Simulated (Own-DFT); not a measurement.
Simulation results for SiC (4H silicon carbide, atoms displaced)

A calculation, not a measurement: plane-wave PBE density functional theory by an unreviewed code, no spin, of a simulated periodic cell, stress positive in tension, free energy of the whole cell less one offset for each atom, forces on such cells passed a denser k mesh, this cell's mesh not checked; offsets are fitted by least squares, one for each functional and potential file, so energies compare only between cells with the same atoms and settings and are not formation energies; the far tail of each file's local potential was reset to the Coulomb form; each entry is a single point on an unrelaxed cell, so the pressure reflects the starting lattice, mostly measured values (interpolated for alloys), from which strain is counted, and rises with the displacements; printed positions are rounded, which can move forces by about a meV/angstrom; the program, named Own-DFT, is a retired in-house code; no spin-orbit coupling. Program: Own-DFT development build.

Settings shared by all entries: functional PBE; potential files PseudoDojo norm-conserving, scalar-relativistic, standard set; wave cutoff 42 hartree; occupations Fermi-Dirac; smearing width 0.1 eV; hardware one NVIDIA H100; k mesh 4 x 4 x 3 centred on Gamma.

(1) SiC (4H silicon carbide, atoms displaced)

```cif
# cell vector a (Å): 9.2481 0.0000 0.0000
# cell vector b (Å): -4.6241 8.0091 0.0000
# cell vector c (Å): 0.0000 0.0000 10.0681
data_SiC
_symmetry_space_group_name_H-M 'P 1'
_symmetry_Int_Tables_number 1
_cell_length_a 9.2481
_cell_length_b 9.2481
_cell_length_c 10.0681
_cell_angle_alpha 90.000
_cell_angle_beta 90.000
_cell_angle_gamma 120.000
_cell_volume 745.73
loop_
_atom_site_label
_atom_site_type_symbol
_atom_site_fract_x
_atom_site_fract_y
_atom_site_fract_z
_atom_site_occupancy
Si1 Si 0.99842 0.98588 0.41700 1
Si2 Si 0.12007 0.21634 0.15304 1
C1 C 0.00425 0.99859 0.10177 1
C2 C 0.09953 0.22101 0.34644 1
Si3 Si 0.01014 0.33106 0.43016 1
Si4 Si 0.12506 0.57862 0.15977 1
C3 C 0.00056 0.33493 0.10890 1
C4 C 0.09675 0.56488 0.33667 1
Si5 Si 0.01476 0.68794 0.40099 1
Si6 Si 0.12549 0.91044 0.16046 1
C5 C 0.00103 0.66645 0.07009 1
C6 C 0.12982 0.88133 0.33009 1
Si7 Si 0.34020 0.99193 0.39621 1
Si8 Si 0.43002 0.21307 0.17148 1
C7 C 0.34031 0.98971 0.10799 1
C8 C 0.46722 0.22042 0.35302 1
Si9 Si 0.33602 0.33059 0.41627 1
Si10 Si 0.43385 0.56772 0.15887 1
C9 C 0.33546 0.33147 0.10206 1
C10 C 0.42911 0.54444 0.34335 1
Si11 Si 0.33037 0.66036 0.39701 1
Si12 Si 0.45441 0.91616 0.16679 1
C11 C 0.35251 0.67958 0.07725 1
C12 C 0.44078 0.88307 0.35997 1
Si13 Si 0.65409 0.98866 0.40042 1
Si14 Si 0.77897 0.19972 0.16376 1
C13 C 0.66910 0.98746 0.09932 1
C14 C 0.78445 0.22763 0.35597 1
Si15 Si 0.68045 0.33978 0.40882 1
Si16 Si 0.76493 0.58505 0.14279 1
C15 C 0.66087 0.32039 0.09846 1
C16 C 0.78465 0.54496 0.33567 1
Si17 Si 0.67346 0.66732 0.41572 1
Si18 Si 0.77932 0.89707 0.16313 1
C17 C 0.66570 0.67212 0.08057 1
C18 C 0.78360 0.89100 0.35465 1
Si19 Si 0.00475 0.01563 0.89948 1
Si20 Si 0.87836 0.77328 0.64016 1
C19 C 0.96861 0.98746 0.60618 1
C20 C 0.88476 0.73752 0.83415 1
Si21 Si 0.99498 0.67378 0.91320 1
Si22 Si 0.86401 0.41503 0.65838 1
C21 C 0.01212 0.67140 0.58746 1
C22 C 0.88757 0.43989 0.85526 1
Si23 Si 0.99060 0.31268 0.90561 1
Si24 Si 0.87702 0.12919 0.64672 1
C23 C 0.96752 0.30656 0.59515 1
C24 C 0.86331 0.09288 0.83069 1
Si25 Si 0.67663 0.01055 0.91253 1
Si26 Si 0.54429 0.77673 0.65718 1
C25 C 0.66841 0.99280 0.59858 1
C26 C 0.55573 0.77431 0.84696 1
Si27 Si 0.67149 0.67356 0.90655 1
Si28 Si 0.56237 0.44127 0.65380 1
C27 C 0.67595 0.66983 0.60069 1
C28 C 0.55567 0.44437 0.84309 1
Si29 Si 0.65674 0.33719 0.90584 1
Si30 Si 0.54766 0.12003 0.66593 1
C29 C 0.64828 0.31587 0.58646 1
C30 C 0.55518 0.10431 0.85119 1
Si31 Si 0.34972 0.99409 0.90377 1
Si32 Si 0.23379 0.77310 0.64107 1
C31 C 0.33407 0.99126 0.61218 1
C32 C 0.22210 0.75414 0.82279 1
Si33 Si 0.34212 0.66226 0.90804 1
Si34 Si 0.23854 0.44827 0.63871 1
C33 C 0.33509 0.66752 0.58356 1
C34 C 0.20580 0.43078 0.86266 1
Si35 Si 0.31806 0.32638 0.89817 1
Si36 Si 0.20889 0.09487 0.63475 1
C35 C 0.34327 0.33635 0.60239 1
C36 C 0.22849 0.11005 0.85693 1
```

* free energy of cell above offsets: 14.367 eV
* pressure: 11.27 GPa
* stress xx: -12.96 GPa
* stress yy: -9.73 GPa
* stress zz: -11.11 GPa
* stress yz: 3.35 GPa
* stress xz: -2.02 GPa
* stress xy: 1.26 GPa
* wall time: 366.4 s

Force:
```
element  x (eV/Å)  y (eV/Å)  z (eV/Å)
     Si     -0.47      2.47    -1.107
     Si    -3.128     2.293     1.581
      C    -1.765     0.498    -1.692
      C     3.756    -1.373     1.408
     Si    -2.897     0.599     -6.85
     Si    -1.047    -2.659    -3.338
      C     1.414    -0.928    -1.985
      C     4.434    -1.208     2.273
     Si    -1.573    -4.973     1.563
     Si     0.395    -3.881    -3.864
      C    -0.252      1.68     11.01
      C    -2.785     3.545     2.839
     Si    -1.488     2.969     3.616
     Si     3.321     2.406    -2.162
      C    -5.017     3.402    -3.506
      C    -4.011    -0.884    -0.116
     Si     0.012    -1.143    -2.174
     Si     3.289     -2.67     -0.84
      C    -0.231     0.948     -1.16
      C      2.02     1.447     0.331
     Si    -1.745    -0.529     0.645
     Si     5.226    -5.358     0.551
      C    -3.159     1.143     5.775
      C     1.685    -1.139    -3.711
     Si     2.685     3.273     3.607
     Si    -1.469      5.38     0.635
      C    -1.997     1.934    -0.594
      C     0.979    -2.489    -0.968
     Si     0.411     -1.03    -1.705
     Si     8.849    -6.682     3.086
      C    -1.169     0.618    -0.364
      C    -2.278     4.327     0.467
     Si    -0.286      -1.3    -1.845
     Si     3.052    -2.393     0.364
      C    -5.257     3.062     2.106
      C    -0.907    -1.573    -1.923
     Si     0.946    -3.287     0.487
     Si     5.536    -0.701     4.908
      C     2.941     3.185    -2.228
      C     -7.14     5.748    -2.623
     Si     6.686    -3.069    -7.078
     Si     0.138     4.348      1.81
      C    -1.765    -0.892    -0.971
      C    -0.626    -1.313    -2.088
     Si    -2.561     1.814     2.098
     Si     1.789    -13.58      5.04
      C     2.898     12.56    -1.242
      C     4.275     2.851     0.948
     Si    -2.656    -3.578      0.03
     Si     2.832     0.639     1.119
      C    -3.688     0.183     -1.72
      C     0.183     0.932     -0.97
     Si     0.951    -1.254    -3.173
     Si    -0.355     1.382     1.881
      C    -4.914    -3.248    -2.122
      C    -2.159     0.246    -0.538
     Si     2.631    -1.136     2.745
     Si     2.331    -3.569     -0.15
      C     0.913     2.652     1.359
      C     1.056     2.617    -1.006
     Si    -3.854     -2.57     0.637
     Si    -3.285    -0.641     3.028
      C    -1.481     1.246    -3.969
      C    -0.303     1.896     3.628
     Si    -2.416    -0.521    -3.462
     Si    -2.987    -0.394     4.022
      C     1.442    -1.888    -0.974
      C     1.462     1.535    -3.434
     Si       3.3      0.76     2.226
     Si    -0.004     0.523     3.925
      C    -0.463    -1.891    -1.912
      C    -0.248    -1.369    -2.181
```

(2) SiC (4H silicon carbide, atoms displaced)

```cif
# cell vector a (Å): 9.2481 0.0000 0.0000
# cell vector b (Å): -4.6241 8.0091 0.0000
# cell vector c (Å): 0.0000 0.0000 10.0681
data_SiC
_symmetry_space_group_name_H-M 'P 1'
_symmetry_Int_Tables_number 1
_cell_length_a 9.2481
_cell_length_b 9.2481
_cell_length_c 10.0681
_cell_angle_alpha 90.000
_cell_angle_beta 90.000
_cell_angle_gamma 120.000
_cell_volume 745.73
loop_
_atom_site_label
_atom_site_type_symbol
_atom_site_fract_x
_atom_site_fract_y
_atom_site_fract_z
_atom_site_occupancy
Si1 Si 0.00656 0.00084 0.40202 1
Si2 Si 0.08813 0.20072 0.15279 1
C1 C 0.99022 0.98428 0.09823 1
C2 C 0.10732 0.23998 0.35775 1
Si3 Si 0.00719 0.32548 0.41294 1
Si4 Si 0.09709 0.54558 0.15830 1
C3 C 0.99707 0.33025 0.09929 1
C4 C 0.10805 0.55414 0.35207 1
Si5 Si 0.01539 0.67875 0.40809 1
Si6 Si 0.12747 0.89492 0.15264 1
C5 C 0.99875 0.64367 0.10944 1
C6 C 0.12433 0.88514 0.33438 1
Si7 Si 0.32689 0.99838 0.39402 1
Si8 Si 0.45912 0.24577 0.14690 1
C7 C 0.34472 0.98663 0.10455 1
C8 C 0.45903 0.24154 0.34201 1
Si9 Si 0.34841 0.33365 0.40125 1
Si10 Si 0.45841 0.57314 0.17226 1
C9 C 0.32508 0.33207 0.09054 1
C10 C 0.45671 0.55172 0.34203 1
Si11 Si 0.33737 0.66955 0.42240 1
Si12 Si 0.45564 0.89634 0.15506 1
C11 C 0.33415 0.67564 0.09371 1
C12 C 0.43501 0.87900 0.33365 1
Si13 Si 0.66280 0.01189 0.41368 1
Si14 Si 0.79172 0.24055 0.15032 1
C13 C 0.67067 0.01219 0.10187 1
C14 C 0.77636 0.22017 0.35788 1
Si15 Si 0.66858 0.33583 0.39826 1
Si16 Si 0.78676 0.53378 0.14199 1
C15 C 0.65843 0.33256 0.10002 1
C16 C 0.77043 0.53788 0.35401 1
Si17 Si 0.67451 0.65845 0.39204 1
Si18 Si 0.76760 0.85947 0.15395 1
C17 C 0.66465 0.67497 0.08509 1
C18 C 0.77046 0.87595 0.33676 1
Si19 Si 0.00527 0.99855 0.90420 1
Si20 Si 0.90024 0.76138 0.66630 1
C19 C 0.01915 0.00509 0.58816 1
C20 C 0.88990 0.78189 0.84910 1
Si21 Si 0.02577 0.67653 0.89244 1
Si22 Si 0.88573 0.44660 0.64838 1
C21 C 0.98837 0.65568 0.58571 1
C22 C 0.89867 0.44504 0.84700 1
Si23 Si 0.01203 0.33567 0.89243 1
Si24 Si 0.89856 0.10693 0.67126 1
C23 C 0.02497 0.37374 0.58870 1
C24 C 0.89886 0.10689 0.83674 1
Si25 Si 0.67921 0.01390 0.92367 1
Si26 Si 0.52683 0.76950 0.66160 1
C25 C 0.67625 0.99457 0.57909 1
C26 C 0.56598 0.77830 0.84418 1
Si27 Si 0.66394 0.68653 0.90016 1
Si28 Si 0.54059 0.44861 0.65613 1
C27 C 0.65252 0.64815 0.58857 1
C28 C 0.56303 0.45096 0.83578 1
Si29 Si 0.66693 0.34830 0.91776 1
Si30 Si 0.54621 0.10499 0.64793 1
C29 C 0.65806 0.32522 0.59366 1
C30 C 0.56240 0.10263 0.82539 1
Si31 Si 0.33074 0.99287 0.91561 1
Si32 Si 0.21348 0.75656 0.64847 1
C31 C 0.33232 0.00076 0.58662 1
C32 C 0.21305 0.77566 0.84307 1
Si33 Si 0.32159 0.66192 0.90647 1
Si34 Si 0.21862 0.43047 0.64736 1
C33 C 0.32592 0.65703 0.58747 1
C34 C 0.21318 0.45165 0.82752 1
Si35 Si 0.34577 0.36628 0.89454 1
Si36 Si 0.20996 0.10009 0.66858 1
C35 C 0.33978 0.34041 0.59963 1
C36 C 0.22457 0.11095 0.83429 1
```

- free energy of cell above offsets: 11.917 eV
- pressure: 11.85 GPa
- stress xx: -13.99 GPa
- stress yy: -9.64 GPa
- stress zz: -11.93 GPa
- stress yz: 0.5 GPa
- stress xz: -0.62 GPa
- stress xy: -0.65 GPa
- wall time: 357.1 s

Force:
```
element  x (eV/Å)  y (eV/Å)  z (eV/Å)
     Si    -1.196     -0.21    -0.032
     Si      1.65     2.903     1.716
      C     1.209     0.298    -1.545
      C     8.897    -5.937    -4.691
     Si    -7.979     4.755     1.539
     Si     6.407     0.168     2.948
      C     1.946     0.351    -3.105
      C     1.565    -0.351    -0.802
     Si    -1.561    -3.089    -1.726
     Si     -1.35    -2.688     0.392
      C    -2.767      5.43    -4.679
      C    -3.806     1.041     0.521
     Si     3.321     1.841     1.811
     Si    -4.772    -4.199     2.836
      C    -4.281     4.408    -3.317
      C    -0.222     -4.18    -2.311
     Si    -3.623     1.157     1.942
     Si    -2.212    -1.929    -4.828
      C      0.02     0.846    -0.585
      C    -2.226     0.621     2.648
     Si     0.121    -0.662    -7.615
     Si     1.679    -2.772     1.048
      C     0.443    -1.688     -0.01
      C     0.937     1.509     3.226
     Si     0.905    -3.498    -4.621
     Si    -1.732    -3.916     3.377
      C     1.882    -0.153    -0.446
      C     0.926     1.887    -3.007
     Si      1.32    -2.603     4.166
     Si    -3.594     5.513     4.124
      C     3.789    -0.992    -3.193
      C     2.391     5.067    -3.876
     Si    -0.952     0.783     3.553
     Si    -0.131     7.098     2.656
      C     1.047    -5.939    -1.444
      C     0.923     1.697     0.842
     Si     0.595     0.502     0.693
     Si     -5.12     2.356    -1.822
      C    -3.217    -2.384     0.564
      C     1.672     -1.13    -0.133
     Si    -8.713     -5.73     4.787
     Si    -0.794    -2.524      1.21
      C     2.175     1.578     1.274
      C    -1.654     0.633    -0.769
     Si    -2.592    -1.497     2.181
     Si    -1.099     -0.26    -7.565
      C    -2.174    -5.155     0.655
      C    -1.049     0.741     5.908
     Si    -0.772     -1.08    -3.975
     Si     5.662     1.998    -1.529
      C    -1.145    -0.257     6.305
      C    -7.351     3.115    -1.367
     Si     5.929     -4.74     1.686
     Si     5.129    -0.999    -0.237
      C     0.512     3.875    -0.074
      C    -1.073     1.347     2.341
     Si     1.663    -1.821    -4.299
     Si     1.932     0.703    -0.952
      C    -0.167      1.06    -0.448
      C    -1.145     0.608     5.233
     Si     1.229     1.965    -2.193
     Si    -1.483     2.974     0.177
      C    -0.825    -1.955     0.046
      C     7.201     3.715    -2.926
     Si     1.682     1.348     0.713
     Si     0.684     2.366     0.352
      C    -0.197    -0.122     4.609
      C     3.073     0.898     1.396
     Si      0.45    -3.474     1.732
     Si     3.608     1.891    -5.319
      C    -1.868    -3.692    -2.128
      C     0.269     0.581     6.361
```

(3) SiC (4H silicon carbide, atoms displaced)

```cif
# cell vector a (Å): 9.2481 0.0000 0.0000
# cell vector b (Å): -4.6241 8.0091 0.0000
# cell vector c (Å): 0.0000 0.0000 10.0681
data_SiC
_symmetry_space_group_name_H-M 'P 1'
_symmetry_Int_Tables_number 1
_cell_length_a 9.2481
_cell_length_b 9.2481
_cell_length_c 10.0681
_cell_angle_alpha 90.000
_cell_angle_beta 90.000
_cell_angle_gamma 120.000
_cell_volume 745.73
loop_
_atom_site_label
_atom_site_type_symbol
_atom_site_fract_x
_atom_site_fract_y
_atom_site_fract_z
_atom_site_occupancy
Si1 Si 0.99916 0.01018 0.42582 1
Si2 Si 0.09790 0.22075 0.15881 1
C1 C 0.01746 0.99456 0.10285 1
C2 C 0.11369 0.21640 0.33502 1
Si3 Si 0.99446 0.33366 0.40108 1
Si4 Si 0.10212 0.55792 0.16645 1
C3 C 0.98557 0.33825 0.10258 1
C4 C 0.09576 0.54584 0.34525 1
Si5 Si 0.99890 0.67087 0.42190 1
Si6 Si 0.12990 0.89346 0.14918 1
C5 C 0.98453 0.64713 0.09526 1
C6 C 0.14085 0.91827 0.33590 1
Si7 Si 0.34279 0.01312 0.40172 1
Si8 Si 0.43204 0.21677 0.15167 1
C7 C 0.32990 0.98282 0.09865 1
C8 C 0.45518 0.22454 0.33310 1
Si9 Si 0.33023 0.34044 0.40008 1
Si10 Si 0.44527 0.55296 0.16257 1
C9 C 0.29553 0.31190 0.08283 1
C10 C 0.43935 0.56262 0.34108 1
Si11 Si 0.31318 0.65885 0.40068 1
Si12 Si 0.46359 0.89789 0.15544 1
C11 C 0.33591 0.65168 0.10730 1
C12 C 0.45514 0.87441 0.34131 1
Si13 Si 0.64797 0.99140 0.42621 1
Si14 Si 0.77703 0.22036 0.14365 1
C13 C 0.66211 0.99768 0.09863 1
C14 C 0.79222 0.23269 0.32997 1
Si15 Si 0.70347 0.35335 0.39182 1
Si16 Si 0.77265 0.54619 0.15999 1
C15 C 0.64946 0.32554 0.09007 1
C16 C 0.77016 0.56320 0.34226 1
Si17 Si 0.66925 0.66568 0.40040 1
Si18 Si 0.76894 0.87051 0.13715 1
C17 C 0.65216 0.66578 0.07929 1
C18 C 0.77812 0.86435 0.34271 1
Si19 Si 0.99243 0.97859 0.91394 1
Si20 Si 0.88410 0.77037 0.65102 1
C19 C 0.99194 0.00523 0.60635 1
C20 C 0.88840 0.77519 0.83098 1
Si21 Si 0.02158 0.65240 0.92479 1
Si22 Si 0.90471 0.43809 0.66211 1
C21 C 0.97521 0.63882 0.59273 1
C22 C 0.90034 0.43906 0.83932 1
Si23 Si 0.98206 0.33704 0.91408 1
Si24 Si 0.89532 0.10604 0.65774 1
C23 C 0.00285 0.33828 0.60389 1
C24 C 0.89398 0.12527 0.84071 1
Si25 Si 0.67669 0.00111 0.89463 1
Si26 Si 0.54193 0.76331 0.67022 1
C25 C 0.66707 0.00599 0.59380 1
C26 C 0.53973 0.77898 0.83864 1
Si27 Si 0.67120 0.67313 0.89884 1
Si28 Si 0.55285 0.45890 0.65313 1
C27 C 0.65889 0.67709 0.59599 1
C28 C 0.54777 0.42132 0.85638 1
Si29 Si 0.67840 0.33427 0.91134 1
Si30 Si 0.54704 0.09962 0.66371 1
C29 C 0.66246 0.35528 0.59268 1
C30 C 0.54846 0.12033 0.84705 1
Si31 Si 0.31471 0.99702 0.91544 1
Si32 Si 0.24077 0.78045 0.64956 1
C31 C 0.33251 0.97689 0.59535 1
C32 C 0.23439 0.77617 0.83510 1
Si33 Si 0.33100 0.65878 0.91866 1
Si34 Si 0.21575 0.44034 0.64853 1
C33 C 0.33867 0.67824 0.58963 1
C34 C 0.24646 0.45014 0.84858 1
Si35 Si 0.34127 0.34889 0.90126 1
Si36 Si 0.21801 0.11151 0.67119 1
C35 C 0.34294 0.33611 0.59067 1
C36 C 0.23369 0.10296 0.85334 1
```

* free energy of cell above offsets: 9.947 eV
* pressure: 10.4 GPa
* stress xx: -11.63 GPa
* stress yy: -8.8 GPa
* stress zz: -10.77 GPa
* stress yz: 1.38 GPa
* stress xz: 0.43 GPa
* stress xy: 1.71 GPa
* wall time: 354.9 s

Force:
```
element  x (eV/Å)  y (eV/Å)  z (eV/Å)
     Si     0.934     -1.91    -4.812
     Si    -0.272    -1.328    -1.278
      C    -4.538    -0.352    -2.537
      C    -1.982     1.274     3.442
     Si     2.262    -1.237     1.232
     Si      2.23    -0.734    -0.904
      C     2.828     0.213    -2.195
      C    -0.412     2.038     1.112
     Si      0.04     1.097    -4.166
     Si     -3.27    -2.877     3.625
      C     0.817     2.699     1.516
      C    -3.031    -3.662     2.069
     Si     2.519    -0.783      1.24
     Si    -1.045    -0.342    -0.281
      C     2.615     2.359    -1.909
      C      -0.1     1.802     1.444
     Si     2.353    -1.011     0.032
     Si    -0.155    -2.239    -1.537
      C     4.322     2.789     1.278
      C     1.045    -1.318     1.465
     Si     2.491     1.449     0.638
     Si    -3.095    -3.896     1.855
      C    -3.682     2.658    -1.766
      C    -3.371     1.555    -0.178
     Si     3.058     0.376    -5.273
     Si    -2.864     -1.06     2.471
      C     4.332     1.417    -3.559
      C    -1.082    -2.634     1.343
     Si    -4.583    -2.636     2.935
     Si    -2.143      0.48    -1.289
      C     1.955     0.719     1.095
      C     3.676    -0.178    -1.063
     Si    -3.602    -1.104      2.76
     Si     1.181     3.296     4.338
      C     2.109    -2.176     1.103
      C    -0.733     5.809    -0.498
     Si     0.651     3.086    -0.823
     Si    -0.494      -0.2     0.286
      C     5.066    -2.396      -1.5
      C     0.584    -0.889      2.82
     Si    -2.056     1.225    -5.416
     Si    -6.288     0.227    -0.536
      C     1.539     4.124     1.408
      C    -3.962     2.851      1.24
     Si     6.883    -2.242     1.254
     Si    -5.453     2.872     1.309
      C     1.955     -3.46    -3.714
      C     1.403    -2.036     1.479
     Si    -3.262     0.384     1.329
     Si    -0.032     2.476    -4.596
      C     1.044     -0.46      4.23
      C     2.726     0.178     3.798
     Si    -0.706    -2.405    -0.976
     Si     1.886    -1.313     1.678
      C     1.642    -0.682    -0.768
      C     1.158     4.691    -2.774
     Si    -1.877    -0.496    -1.976
     Si    -0.603     3.187    -0.753
      C     3.842    -2.942    -0.622
      C     2.043    -2.026     0.627
     Si     7.426    -2.506    -0.059
     Si    -3.967    -3.263     2.415
      C    -2.358     5.987    -2.044
      C    -1.447    -0.491     3.079
     Si     0.144     0.776    -0.567
     Si     2.859      1.99     2.019
      C     1.224    -4.162    -1.326
      C     -6.26     1.003    -3.058
     Si     1.945    -5.137     2.892
     Si     2.128    -0.392    -1.446
      C    -3.065    -1.257    -0.221
      C    -7.125     3.147    -2.433
```
